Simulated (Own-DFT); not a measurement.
# One host, several defects: C11b WSi2

The numbers are computed, not measured, by runs of the plane-wave DFT program Own-DFT (in-house, retired, unreviewed) at fixed positions, with no spin and no spin-orbit coupling.

Common settings: PBE; PseudoDojo norm-conserving scalar-relativistic files; cutoff 50 hartree; 5 x 5 x 5 k mesh centred on Gamma; cold (Marzari-Vanderbilt) smearing of 0.2 eV.

Known weak points: forces on such cells failed a check on a denser k mesh; stress not checked against mesh or cutoff.

All runs share one cell, with vectors in Å (-2.148, -5.953, 3.409); (-6.444, 2.976, 1.136); (-2.553, -2.948, -6.757) and a volume of 403.2 Å³. u is the rms random offset of the atoms per axis. The defect's site can differ from row to row.

| cell | formula | u (Å) | P (GPa) |
|---|---|---|---|
| no defect | Si20W10 | 0.0192 | 4.57 |
| no defect | Si20W10 | 0.0198 | 4.43 |
| no defect | Si20W10 | 0.0546 | 6.52 |
| one Si vacancy | Si19W10 | 0.0265 | 3.27 |
| one Si vacancy | Si19W10 | 0.0490 | 4.42 |
| one Si vacancy | Si19W10 | 0.0526 | 4.27 |
| one W vacancy | Si20W9 | 0.0246 | 3.40 |
| one W vacancy | Si20W9 | 0.0312 | 4.09 |
| one W vacancy | Si20W9 | 0.0484 | 4.20 |
| one Si on a W site | Si21W9 | 0.0305 | 6.19 |
| one Si on a W site | Si21W9 | 0.0488 | 7.07 |
| one Si on a W site | Si21W9 | 0.0505 | 7.45 |
| one W on a Si site | Si19W11 | 0.0292 | ? |
| one W on a Si site | Si19W11 | 0.0311 | 10.01 |
| one W on a Si site | Si19W11 | 0.0537 | 11.29 |
| one W on a Si site | Si19W11 | 0.0541 | 12.55 |

## What the rows give

P = P0 + c u² + a shift for each defect gives P0 = 4.28 GPa, c = 713 ± 115 GPa/Å² and a scatter of 0.41 GPa. The shifts, and each times the cell's volume:

- one W on a Si site: 5.39 ± 0.35 GPa, 13.6 eV
- one Si on a W site: 1.22 ± 0.34 GPa, 3.1 eV
- one W vacancy: -1.32 ± 0.34 GPa, -3.3 eV
- one Si vacancy: -1.69 ± 0.35 GPa, -4.3 eV

Positive is outwards. The product with the volume (160.2 GPa Å³ to the eV) is nearly free of the cell's size; divided by the bulk modulus at the cell's pressure it gives the volume that the defect adds. The atoms around the defects weren't relaxed, which would change these numbers.

## The run left out

Q: what pressure belongs in the blank (one W on a Si site, u = 0.0292 Å)?

From the fit: 10.28 ± 0.50 GPa. The hidden result is 9.83 GPa.
